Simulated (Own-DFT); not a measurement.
# What a defect does to the pressure of its cell: C11b WSi2

Source: density functional calculations with Own-DFT, an unreviewed in-house program that is no longer used. Nothing was measured or relaxed, and spin and spin-orbit coupling are left out.

Method: PBE; PseudoDojo norm-conserving scalar-relativistic files; cutoff 50 hartree; 5 x 5 x 5 k mesh centred on Gamma; cold (Marzari-Vanderbilt) smearing of 0.2 eV.

Keep in mind: forces on such cells failed a check on a denser k mesh; stress not checked against mesh or cutoff.

All runs share one cell, with vectors in Å (-2.148, -5.953, 3.409); (-6.444, 2.976, 1.136); (-2.553, -2.948, -6.757) and a volume of 403.2 Å³. u is the rms random offset of the atoms per axis. The defect's site can differ from row to row.

| cell | formula | u (Å) | P (GPa) |
|---|---|---|---|
| no defect | Si20W10 | 0.0194 | 4.39 |
| no defect | Si20W10 | 0.0208 | 4.47 |
| no defect | Si20W10 | 0.0409 | 5.65 |
| one Si vacancy | Si19W10 | 0.0280 | 3.26 |
| one Si vacancy | Si19W10 | 0.0320 | 3.56 |
| one Si vacancy | Si19W10 | 0.0448 | 3.95 |
| one W on a Si site | Si19W11 | 0.0298 | 9.60 |
| one W on a Si site | Si19W11 | 0.0307 | 9.51 |
| one W on a Si site | Si19W11 | 0.0533 | 11.50 |
| one W vacancy | Si20W9 | 0.0303 | 3.61 |
| one W vacancy | Si20W9 | 0.0490 | 4.81 |
| one W vacancy | Si20W9 | 0.0493 | 4.66 |
| one Si on a W site | Si21W9 | 0.0306 | 6.35 |
| one Si on a W site | Si21W9 | 0.0314 | 6.91 |
| one Si on a W site | Si21W9 | 0.0470 | 7.37 |
| one Si on a W site | Si21W9 | 0.0478 | ? |

## Worked fit

P = P0 + c u² + a shift for each defect gives P0 = 4.15 GPa, c = 825 ± 82 GPa/Å² and a scatter of 0.22 GPa. The shifts, and each times the cell's volume:

- one W on a Si site: 4.77 ± 0.19 GPa, 12.0 eV
- one Si on a W site: 1.59 ± 0.18 GPa, 4.0 eV
- one W vacancy: -1.37 ± 0.20 GPa, -3.5 eV
- one Si vacancy: -1.61 ± 0.18 GPa, -4.1 eV

Positive is outwards. The product with the volume (160.2 GPa Å³ to the eV) is nearly free of the cell's size; divided by the bulk modulus at the cell's pressure it gives the volume that the defect adds. The atoms around the defects weren't relaxed, which would change these numbers.

## Check

Asked: what pressure belongs in the blank (one Si on a W site, u = 0.0478 Å)?

The fitted form gives 7.63 ± 0.26 GPa. Computed: 6.36 GPa. The miss is larger than the scatter suggests: chance, or a term that the fit lacks.
